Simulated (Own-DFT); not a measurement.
# Strain and stress in 2H SiC, 32 atoms (C16Si16)

These are calculations, not measurements. The program, named Own-DFT, is a retired in-house plane-wave density functional code that no person has reviewed. Each row is one single-point run on a periodic cell that was not relaxed, without spin or spin-orbit coupling.

Settings of every run: PBE; PseudoDojo norm-conserving scalar-relativistic files; cutoff 42 hartree; 5 x 5 x 3 k mesh centred on Gamma; Fermi-Dirac smearing of 0.1 eV.

Known limits: forces on such cells passed a denser k mesh, each cell not checked; stress not checked against mesh or cutoff.

Unstrained cell vectors in Å: (6.165, 0.000, 0.000); (-3.083, 5.339, 0.000); (0.000, 0.000, 10.068). The unstrained cell has measured lattice constants (interpolated for alloys), not those of this functional. That, the random moves and any unrelaxed bonds set the pressure at no strain. Each run strains this cell uniformly, with the atoms carried along. Every atom was also moved at random, by a Gaussian of width 0.05 Å on each axis. Strain is the symmetric tensor, in per cent. Stress is positive in tension, and the pressure is minus a third of its trace.

```
run,e_xx (%),e_yy (%),e_zz (%),e_yz (%),e_xz (%),e_xy (%),s_xx (GPa),s_yy (GPa),s_zz (GPa),s_yz (GPa),s_xz (GPa),s_xy (GPa),P (GPa),E (meV/atom)
1,-1.00,0.26,-1.41,0.25,0.36,1.21,-14.33,-3.05,-12.87,1.55,0.85,6.29,10.08,18.3
2,0.52,0.86,-0.64,1.25,-0.86,1.48,-1.61,-2.78,-6.58,4.74,-3.04,7.77,3.66,19.1
3,-1.35,-0.56,1.82,-1.56,-1.31,1.93,-13.12,-9.26,2.15,-4.75,-4.54,11.41,6.74,46.7
4,-1.39,1.19,0.53,1.90,0.46,-1.49,-12.43,0.88,-3.54,6.23,0.48,-4.00,5.03,49.8
5,0.56,-0.53,-0.01,-1.14,-1.04,-1.15,-2.39,-8.38,-4.75,-2.74,-4.51,-4.65,5.17,20.1
6,-1.69,0.51,-0.91,0.33,1.92,-1.42,-14.14,-6.25,-11.94,-0.03,4.87,-8.74,10.78,55.0
7,0.06,0.60,0.57,-0.52,-0.54,1.57,-2.64,-0.09,-4.52,-1.56,-1.55,6.52,2.41,9.9
8,-1.16,0.49,0.23,1.68,-0.15,0.00,-11.05,-2.88,-5.22,6.21,-0.58,2.24,6.38,24.2
9,1.09,-0.77,-1.48,0.70,1.75,1.01,0.55,-9.33,-15.92,2.98,5.84,5.46,8.24,26.8
10,1.57,1.38,1.53,-1.10,-0.91,-0.94,5.30,4.29,4.04,-2.94,-2.93,-4.89,-4.54,6.2
11,-0.01,-1.69,1.12,-0.23,1.73,-1.85,-4.85,-15.45,-1.79,-2.87,4.96,-9.07,7.36,53.5
12,-1.73,-1.78,-0.14,-0.76,1.18,0.31,-16.88,-16.22,-9.79,-3.80,5.74,0.35,14.30,31.8
13,0.15,-1.41,-1.91,1.65,1.36,1.36,-7.95,-14.75,-16.60,5.19,4.40,6.71,13.10,50.6
14,-0.56,-0.74,-0.68,-0.70,-0.60,-1.26,-5.59,-10.15,-12.57,-2.62,-1.39,-4.61,9.44,18.6
15,1.38,-0.58,-0.11,1.72,-0.57,1.62,4.11,-7.60,-6.42,5.97,-2.03,6.77,3.30,0.0
16,-0.33,-0.54,1.18,-0.17,1.85,-1.49,-4.05,-6.52,-2.86,-2.07,6.04,-5.80,4.48,27.7
17,1.68,-0.12,0.92,-1.78,-0.57,-0.91,5.82,-3.57,-3.31,-4.92,-1.45,-3.44,0.35,35.6
18,0.46,0.52,1.74,-1.27,-0.89,-1.00,?,?,?,?,?,?,?,?
```

E is the free energy for each atom above the lowest run shown.

## Worked fit

Each stress component was fitted by least squares to a constant and the strains of the runs shown, as fractions, with shears doubled. Shear strains stay in the fit of a normal stress only where such slopes are resolved. The slopes, in GPa:

| stress | at no strain | per e_xx | per e_yy | per e_zz | scatter |
|---|---|---|---|---|---|
| s_xx | -4.8 | 600 ± 36 | 46 ± 43 | 86 ± 38 | 1.63 |
| s_yy | -5.3 | 73 ± 29 | 564 ± 35 | 59 ± 31 | 1.33 |
| s_zz | -6.5 | 44 ± 32 | 108 ± 38 | 493 ± 33 | 1.45 |

Each shear stress against twice its own strain: yz 161 ± 8, xz 164 ± 12, xy 225 ± 16 GPa. These are stiffnesses along x, y and z of the frame in which the cell vectors are given, which need not be the crystal's axes. The atoms are held to the strained lattice; where symmetry lets them move under strain, relaxing them would lower some slopes. The table should be nearly symmetric about its diagonal, and what it lacks of that shows the noise. A ninth of its sum, 230 ± 6 GPa, estimates the bulk modulus near the mean pressure of these runs, 6.3 GPa, so it lies above the value at zero pressure.

## Withheld run

Question: what normal stresses and pressure should run 18 give?

The fit gives s_xx = -0.3, s_yy = -1.0, s_zz = 2.8 and P = -0.5 GPa. The calculation gave -2.05, 0.23, 4.33 and P = -0.84 GPa.
